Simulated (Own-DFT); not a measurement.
# Response to strain: C40 NbSi2, 36 atoms (Nb12Si24)

All numbers below are calculated, not measured. They come from Own-DFT, an in-house plane-wave density functional program, since retired, whose code no person has reviewed. Each row is one single-point run on a periodic cell that was not relaxed, without spin or spin-orbit coupling.

Settings of every run: PBE; PseudoDojo norm-conserving scalar-relativistic files; cutoff 42 hartree; 4 x 4 x 5 k mesh centred on Gamma; cold (Marzari-Vanderbilt) smearing of 0.2 eV.

Known limits: forces on such cells failed a check on a denser k mesh; stress not checked against mesh or cutoff.

Unstrained cell vectors in Å: (0.000, 8.324, 0.000); (-9.613, 0.000, 0.000); (0.000, 0.000, 6.586). The unstrained cell was taken from the Materials Project. The random moves and any unrelaxed bonds add to the pressure at no strain. Each run strains this cell uniformly, with the atoms carried along. Every atom was also moved at random, by a Gaussian of width 0.05 Å on each axis. Strain is the symmetric tensor, in per cent. Stress is positive in tension, and the pressure is minus a third of its trace.

| run | e_xx (%) | e_yy (%) | e_zz (%) | e_yz (%) | e_xz (%) | e_xy (%) | s_xx (GPa) | s_yy (GPa) | s_zz (GPa) | s_yz (GPa) | s_xz (GPa) | s_xy (GPa) | P (GPa) | E (meV/atom) |
|---|---|---|---|---|---|---|---|---|---|---|---|---|---|---|
| 1 | -0.68 | -0.93 | -1.02 | -1.70 | -1.34 | -1.22 | -6.28 | -8.00 | -10.26 | -5.63 | -4.21 | -3.93 | 8.18 | 29.1 |
| 2 | -0.45 | 1.09 | -1.42 | -0.68 | -1.67 | 1.79 | -5.56 | -0.12 | -10.83 | -2.37 | -5.38 | 5.75 | 5.50 | 36.5 |
| 3 | 1.86 | -0.62 | 1.44 | 1.97 | 0.71 | -0.85 | 4.50 | -2.49 | 3.25 | 6.13 | 2.44 | -2.34 | -1.75 | 10.8 |
| 4 | -0.76 | -1.44 | 0.40 | -1.58 | 0.13 | 0.49 | -6.27 | -7.99 | -3.91 | -4.91 | 0.51 | 2.11 | 6.06 | 15.0 |
| 5 | 0.02 | 1.75 | -1.15 | -1.21 | 1.21 | 0.08 | -2.45 | 3.20 | -7.55 | -3.99 | 3.53 | 0.23 | 2.27 | 8.7 |
| 6 | -0.85 | -0.45 | -1.33 | 0.06 | -1.64 | -1.94 | -8.24 | -5.80 | -11.58 | 0.28 | -5.82 | -6.51 | 8.54 | 31.4 |
| 7 | -1.77 | 1.04 | 0.47 | -0.52 | -0.55 | -1.64 | -8.17 | 0.85 | -1.87 | -1.73 | -1.43 | -5.45 | 3.06 | 3.7 |
| 8 | -1.94 | -1.17 | -0.42 | 1.58 | 1.19 | -1.86 | -11.16 | -8.98 | -8.71 | 6.76 | 3.77 | -6.51 | 9.61 | 26.5 |
| 9 | -0.27 | 1.43 | -0.14 | 0.42 | -1.82 | -0.67 | -1.95 | 1.84 | -4.18 | 1.14 | -5.31 | -1.49 | 1.43 | 12.3 |
| 10 | -0.33 | -1.57 | 0.73 | 0.67 | -1.86 | 1.54 | -4.91 | -8.11 | -4.20 | 2.25 | -5.27 | 4.91 | 5.74 | 42.3 |
| 11 | -0.89 | -0.15 | 0.69 | -1.04 | -0.66 | 0.60 | -4.94 | -2.69 | -1.48 | -3.13 | -1.96 | 1.83 | 3.04 | 0.0 |
| 12 | -1.71 | -0.82 | 1.93 | 1.63 | -0.33 | -0.98 | -7.69 | -4.83 | 2.62 | 4.75 | -1.22 | -2.85 | 3.30 | 6.7 |
| 13 | 0.99 | -1.03 | -1.83 | 0.86 | 1.34 | -1.12 | -1.35 | -6.53 | -12.77 | 3.26 | 3.52 | -3.13 | 6.88 | 19.4 |
| 14 | 1.51 | 1.25 | -1.55 | -2.00 | 0.61 | 1.04 | 1.78 | 1.87 | -8.62 | -5.56 | 2.50 | 3.14 | 1.66 | 17.1 |
| 15 | 0.58 | -0.58 | 1.98 | -1.29 | 0.17 | 1.31 | 0.25 | -2.22 | 4.85 | -3.73 | 0.44 | 3.58 | -0.96 | 5.5 |
| 16 | 1.38 | 1.45 | -1.85 | -1.16 | 0.38 | 0.28 | ? | ? | ? | ? | ? | ? | ? | ? |

E is the free energy for each atom above the lowest run shown.

## Worked fit

Each stress component was fitted by least squares to a constant and the strains of the runs shown, as fractions, with shears doubled. Shear strains stay in the fit of a normal stress only where such slopes are resolved. The slopes, in GPa:

```
stress,at no strain,per e_xx,per e_yy,per e_zz,scatter
s_xx,-2.9,356 ± 13,78 ± 14,94 ± 12,0.54
s_yy,-2.5,73 ± 10,372 ± 11,90 ± 10,0.43
s_zz,-4.3,76 ± 7,104 ± 7,476 ± 6,0.26
```

Also, s_zz gains -15 ± 3 per 2 e_yz; s_zz gains 14 ± 3 per 2 e_xz; s_zz gains -14 ± 4 per 2 e_xy.

Each shear stress against twice its own strain: yz 162 ± 7, xz 154 ± 5, xy 159 ± 6 GPa. These are stiffnesses along x, y and z of the frame in which the cell vectors are given, which need not be the crystal's axes. The atoms are held to the strained lattice; where symmetry lets them move under strain, relaxing them would lower some slopes. The table should be nearly symmetric about its diagonal, and what it lacks of that shows the noise. A ninth of its sum, 191 ± 9 GPa, estimates the bulk modulus near the mean pressure of these runs, 4.2 GPa, so it lies above the value at zero pressure.

## Withheld run

Question: what normal stresses and pressure should run 16 give?

The fit gives s_xx = 1.4, s_yy = 2.3, s_zz = -10.2 and P = 2.2 GPa. The calculation gave 1.96, 2.65, -9.78 and P = 1.73 GPa.
